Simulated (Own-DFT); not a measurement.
# Shaking the atoms of 3C SiC, 64 atoms (C32Si32)

All numbers below are calculated, not measured. They come from Own-DFT, an in-house plane-wave density functional program, since retired, whose code no person has reviewed. Each row is one single-point run on a periodic cell that was not relaxed, without spin or spin-orbit coupling.

Settings of every run: PBE; PseudoDojo norm-conserving scalar-relativistic files; cutoff 42 hartree; 4 x 4 x 4 k mesh centred on Gamma; Fermi-Dirac smearing of 0.1 eV.

Known limits, some of them of some rows only: some atoms lie very close together; forces on such cells passed a denser k mesh, each cell not checked; stress not checked against mesh or cutoff.

Cell vectors in Å: (8.719, 0.000, 0.000); (0.000, 8.719, 0.000); (0.000, 0.000, 8.719). In each run every atom was moved at random and independently from its ideal site; u is the rms move along one axis. E is the free energy for each atom above the fitted value at u = 0, and F the rms of the force components.

```
run   u (Å)  E (meV/atom)  F (eV/Å)  largest force (eV/Å)  P (GPa)
  1  0.0298          31.0     0.888                  2.93     3.87
  2  0.0301          32.7     0.914                  3.36     3.94
  3  0.0569         117.4     1.632                  5.62     5.82
  4  0.0582         119.3     1.687                  7.82     5.77
  5  0.0619         141.2     1.797                  7.03     6.21
  6  0.0924             ?         ?                     ?        ?
  7  0.0978         334.5     2.926                 11.22    11.02
  8  0.1675         995.3     5.982                 30.73    26.01
```

## Worked fit

For small independent moves the energy grows as E = (3/2) K u², with K the mean stiffness felt by one atom. The runs with u up to 0.11 Å give K = 23.8 ± 0.4 eV/Å², with residuals divided by u² + 0.0006 Å², since the noise grows with the moves. The scatter is 2.3 meV/atom at u = 0.05 Å. The forces follow F = G u with G = 29.5 eV/Å²; no force at u = 0 is resolved. G exceeds K because the moves of its neighbours add to the force on an atom, and stiffness differs between atoms. At u = 0.167 Å the parabola gives 1003 meV/atom and the run 995. The pressure follows P = 3.12 + 821 u² GPa: at fixed volume, shortened bonds push harder than stretched ones pull.

## Withheld run

Question: what energy and rms force should run 6 give?

The fit gives 305 ± 8 meV/atom and about 2.72 eV/Å. The calculation gave 327.1 meV/atom and 3.030 eV/Å.
